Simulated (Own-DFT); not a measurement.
Simulation results for Hf₃₂O₆₃ (monoclinic hafnia with one vacancy, atoms displaced)

A calculation, not a measurement: plane-wave density functional theory by an unreviewed code, no spin, of a simulated periodic cell, stress positive in tension, run twice, with PBE and with PBEsol, both on files made for PBE, so the change isn't that of files made for PBEsol, defect cell not probed for a lower state with spin; hafnium file: forces about 75 meV/angstrom off all-electron values; oxygen file: force components 24 meV/angstrom off all-electron in one glass; forces on such cells passed a denser k mesh, this cell's mesh not checked; the far tail of each file's local potential was reset to the Coulomb form; each entry is a single point on an unrelaxed cell, so the pressure reflects the starting lattice, mostly measured values (interpolated for alloys), from which strain is counted, and rises with the displacements; printed positions are rounded, which can move forces by about a meV/angstrom; the program, named Own-DFT, is a retired in-house code; no spin-orbit coupling; stress was not checked against mesh or cutoff. Program: Own-DFT development build.

```xyz
95
Lattice="10.2340 0.0000 0.0000 0.0000 10.3500 0.0000 -1.6955 0.0000 10.4453" Properties=species:S:1:pos:R:3:PBE_force_x:R:1:PBE_force_y:R:1:PBE_force_z:R:1:PBEsol_force_x:R:1:PBEsol_force_y:R:1:PBEsol_force_z:R:1 formula=Hf32O63 functional=PBE,then_PBEsol potential_files=PseudoDojo_norm-conserving,scalar-relativistic,standard_set wave_cutoff=72 occupations=Fermi-Dirac smearing_width=0.1 k_mesh=2_x_2_x_2_centred_on_Gamma PBE_pressure=5.7 PBE_stress_xx=-5.53 PBE_stress_yy=-5.96 PBE_stress_zz=-5.59 PBE_stress_yz=-0.26 PBE_stress_xz=0.21 PBE_stress_xy=0.32 PBEsol_pressure=-0.7 PBEsol_stress_xx=0.85 PBEsol_stress_yy=0.4 PBEsol_stress_zz=0.86 PBEsol_stress_yz=-0.28 PBEsol_stress_xz=0.52 PBEsol_stress_xy=0.34 rms_change_of_force_components_from_PBE_to_PBEsol=0.056
Hf     1.2867     0.1821     1.1428     -1.236      1.018     -0.798     -1.176      1.042     -0.785
Hf     3.4520     2.8542     1.4878     -0.192     -1.269     -0.034     -0.356     -1.062     -0.022
Hf     2.9979     4.8275     4.1501      1.784       4.23     -0.895      1.729      4.102     -0.846
Hf     0.9041     2.3144     3.7004     -1.776      0.603     -1.019     -1.741      0.499     -1.012
O      0.0454     1.6996     1.8874      0.583     -0.458     -0.463      0.585     -0.428     -0.396
O      4.6223     4.3458     0.8447      0.007      0.055     -0.299     -0.009      0.061     -0.342
O      4.1733     3.3850     3.3789      0.162      -0.16      -0.14      0.156     -0.176     -0.195
O     -0.2732     0.9013     4.4033     -0.996     -1.114      0.855     -0.944     -1.086      0.882
O      1.9290     3.9642     2.4957     -0.237     -1.074      0.304      -0.14     -1.053      0.285
O      2.8461     1.3207     0.1015     -0.264      1.078      0.341     -0.321      1.056       0.34
O      2.3645     1.1445     2.7034      0.507      1.426     -0.111      0.397      1.389       -0.1
O      1.5859     3.8413     5.0862     -2.128     -1.394       1.25     -1.989     -1.368      1.222
Hf     0.3522     0.3042     6.3546      0.308     -1.467     -1.871      0.314     -1.374      -1.84
Hf     2.5516     2.8082     6.7560      2.244     -0.486     -0.567      2.169     -0.425      -0.53
Hf     2.2634     4.9714     9.3639     -2.266      0.086     -0.121     -2.208      0.032     -0.092
Hf     0.0261     2.3348     8.9049     -1.267      1.151      2.107     -1.247      1.049      2.022
O     -0.7789     1.6931     7.0900      0.219     -0.223     -0.003      0.241     -0.204      0.041
O      3.8079     4.3684     6.0224     -1.533     -2.277      0.792     -1.506     -2.202      0.703
O      3.3630     3.4744     8.6892      0.134     -0.473     -0.665      0.123     -0.458     -0.692
O     -1.2461     1.0141     9.7177     -0.151     -1.167     -0.124     -0.116     -1.158     -0.108
O      1.0901     3.8942     7.7116     -0.333      0.168      0.077      -0.26      0.148      0.059
O      1.9719     1.2853     5.2753      0.015      1.281      1.593     -0.054      1.246      1.544
O      1.5350     1.2568     7.9964       0.27      0.826     -1.448      0.192       0.82     -1.416
O      0.5684     4.0074    10.3899      1.275     -2.089     -1.555      1.311     -2.017     -1.481
Hf     1.2940     5.4061     1.1281     -1.997      1.014     -0.308     -1.922       1.02      -0.33
Hf     3.4067     7.9824     1.4796      0.885      0.472      0.892      0.821      0.506      0.885
Hf     3.0257    10.0923     4.1657      1.215      0.963     -1.389      1.147       0.88     -1.327
Hf     0.7957     7.6256     3.7600      0.234     -1.174     -1.891      0.258     -1.208      -1.85
O      0.0146     6.8709     1.7247      0.922      0.184      0.446      0.904      0.194      0.461
O      4.5802     9.5202     0.6696      0.744     -0.733      1.939      0.706     -0.695       1.82
O      4.2299     8.6687     3.3925     -0.461      0.063     -0.459     -0.458      0.035     -0.486
O     -0.3114     6.1539     4.4040     -1.657     -2.062      0.955     -1.591     -2.008      0.971
O      1.9149     9.0938     2.5287      -0.37     -0.464     -0.578     -0.292     -0.445     -0.569
O      2.7632     6.5479     0.1122      1.291      0.337     -0.179      1.192      0.335     -0.161
O      2.4116     6.4508     2.7517     -0.245      0.033     -0.499     -0.303      0.036     -0.503
O      1.5319     9.0241     5.0360     -1.351     -0.154      1.496     -1.237     -0.154      1.429
Hf     0.3536     5.3844     6.3208     -0.586      1.582     -0.568     -0.567      1.606     -0.563
Hf     2.5996     7.9906     6.8403      0.137     -0.674     -3.046      0.132     -0.612      -2.95
Hf     2.2415    10.1080     9.2786     -1.431      1.492      2.056     -1.386      1.417      2.047
Hf     0.0042     7.5887     8.9435     -1.714      -0.92     -0.133     -1.697     -0.988      -0.16
O     -0.8017     6.9595     7.0958      0.234     -0.644     -1.454      0.246     -0.617      -1.35
O      3.6649     9.6091     5.9844      1.404     -1.402      2.116      1.358     -1.351      1.996
O      3.3244     8.6670     8.6293      1.523     -2.236     -0.845      1.455      -2.19     -0.879
O     -1.1452     6.0654     9.5184     -0.814     -0.886      0.814     -0.773     -0.844       0.83
O      1.0025     9.1986     7.6788      0.222     -1.118      0.247      0.292     -1.087      0.243
O      1.9690     6.5107     5.2639     -0.094      0.165      1.594     -0.163      0.156       1.55
O      1.4384     6.4038     7.8985      1.506      0.275      0.687      1.405      0.281      0.668
O      0.6227     9.0706    10.3928     -0.631     -0.479     -0.881     -0.548     -0.469     -0.834
Hf     6.3774     0.3251     1.0527       -0.9     -1.747      1.386     -0.738     -1.816      1.208
Hf     8.5750     2.8113     1.5410      0.761     -0.599      0.291      0.752     -0.526      0.339
Hf     8.1312     4.9656     4.0726      0.545      0.908      1.155      0.487      0.837      1.126
Hf     5.9016     2.4221     3.7005      1.649     -1.265      0.579       1.66     -1.244      0.701
O      9.7969     4.2571     0.8179     -0.302      0.295     -0.542     -0.312      0.293      -0.56
O      9.2608     3.4202     3.4324      1.619      0.126      0.578      1.539      0.117      0.494
O      4.8545     0.9270     4.4083     -1.149     -1.149      0.074     -1.089     -1.106      0.119
O      7.0925     3.8842     2.5833     -1.567      1.486     -1.106     -1.449      1.452     -1.062
O      7.9020     1.2759     0.1405      0.333      1.262     -0.671      0.246      1.202     -0.633
O      7.5348     1.2493     2.7905     -0.957      0.229     -0.946     -0.994      0.235      -0.93
O      6.6083     3.8936     5.2000      0.068     -0.726     -1.293       0.12      -0.69     -1.266
Hf     5.5743     0.1439     6.3132     -0.508      1.777     -1.224     -0.479      1.799     -1.204
Hf     7.7626     2.7896     6.7878     -1.621     -0.264     -1.579     -1.581     -0.197      -1.52
Hf     7.2892     4.9078     9.3098      1.469      0.892      1.401      1.419      0.832      1.356
Hf     5.0965     2.4096     8.8434     -0.196     -1.267      0.965     -0.189     -1.271      0.903
O      4.3309     1.6145     7.0310     -0.891      1.385      0.386     -0.846      1.365      0.431
O      8.9512     4.1877     6.1002      1.121      1.585     -1.117      1.084      1.552     -1.104
O      8.4338     3.3989     8.5887      0.756      0.389        1.3      0.715      0.369      1.205
O      3.8640     0.8111     9.6263       1.56      1.915      -0.44      1.517      1.819     -0.374
O      6.1538     3.9263     7.7007     -0.445     -1.188      0.924     -0.367     -1.169      0.912
O      7.1446     1.3724     5.3481     -0.355     -0.575      0.603     -0.412     -0.565      0.604
O      6.6238     1.2159     7.9465      0.267     -0.037      0.171      0.198     -0.044      0.166
O      5.6730     3.8863    10.3749      0.382     -0.225     -0.652      0.436     -0.199     -0.645
Hf     6.3172     5.3823     1.1469      2.448      0.103      0.076      2.388      0.144      0.044
Hf     8.5917     8.0274     1.4010      -1.69     -1.676       1.98     -1.658     -1.597      1.958
Hf     8.2061    10.0516     4.1459     -1.633      2.122      -1.74     -1.609      2.013     -1.671
Hf     5.8606     7.5898     3.6311       1.64     -0.985      1.217       1.61     -1.008      1.153
O      5.2538     6.8811     1.8020      -1.73      0.783     -0.884     -1.668      0.765     -0.808
O      9.6767     9.4640     0.8457      2.655      2.521     -1.222      2.569      2.454     -1.242
O      9.1944     8.6051     3.3298      2.422     -0.488      1.029      2.344     -0.476      0.966
O      4.7383     6.0209     4.4187     -0.174     -0.043     -0.843     -0.154     -0.062     -0.761
O      6.9897     9.0972     2.5050     -0.703       0.63      -0.69     -0.617      0.604     -0.666
O      7.9695     6.6284     0.0413     -1.086     -1.968     -0.443     -1.124       -1.9     -0.444
O      7.5563     6.5088     2.7379     -0.585      -1.57     -0.367     -0.633     -1.542     -0.347
O      6.5919     8.9855     5.1122     -0.726      0.235      0.106     -0.636      0.248      0.121
Hf     5.5138     5.3347     6.2605      1.052      1.097     -0.318      1.041      1.107     -0.341
Hf     7.6685     8.0255     6.7413       1.13     -2.662      -0.44      1.101     -2.537     -0.408
Hf     7.3226    10.1033     9.3273     -0.192      0.578      1.307     -0.211       0.51      1.301
Hf     5.0403     7.4352     8.9031      2.393      1.953     -0.125      2.351      1.835     -0.134
O      4.3451     6.8270     6.9848     -1.106      1.778      1.138     -1.074      1.743      1.178
O      8.8056     9.4886     5.9604       2.04      0.401      1.609      1.956      0.406      1.514
O      8.4655     8.6110     8.6517      0.193      0.736      0.149      0.167      0.713      0.092
O      3.9151     6.0562     9.5991     -0.726     -0.865      1.013     -0.702      -0.86      1.027
O      6.2252     9.0804     7.7117     -1.179     -0.107      0.299     -1.059     -0.088      0.268
O      7.0175     6.4596     5.3044      0.866          1      0.437      0.775      0.964      0.424
O      6.6720     6.3140     7.9512      -0.66      1.303     -0.414     -0.712      1.261     -0.383
O      5.7186     9.0457    10.3377     -0.383      0.013     -1.337      -0.29       0.03     -1.287
```

Units: wave_cutoff in hartree; smearing_width in eV; PBE_pressure, PBE_stress_xx, PBE_stress_yy, PBE_stress_zz, PBE_stress_yz, PBE_stress_xz, PBE_stress_xy, PBEsol_pressure, PBEsol_stress_xx, PBEsol_stress_yy, PBEsol_stress_zz, PBEsol_stress_yz, PBEsol_stress_xz, PBEsol_stress_xy in GPa; rms_change_of_force_components_from_PBE_to_PBEsol, PBE_force_x, PBE_force_y, PBE_force_z, PBEsol_force_x, PBEsol_force_y, PBEsol_force_z in eV/Å.
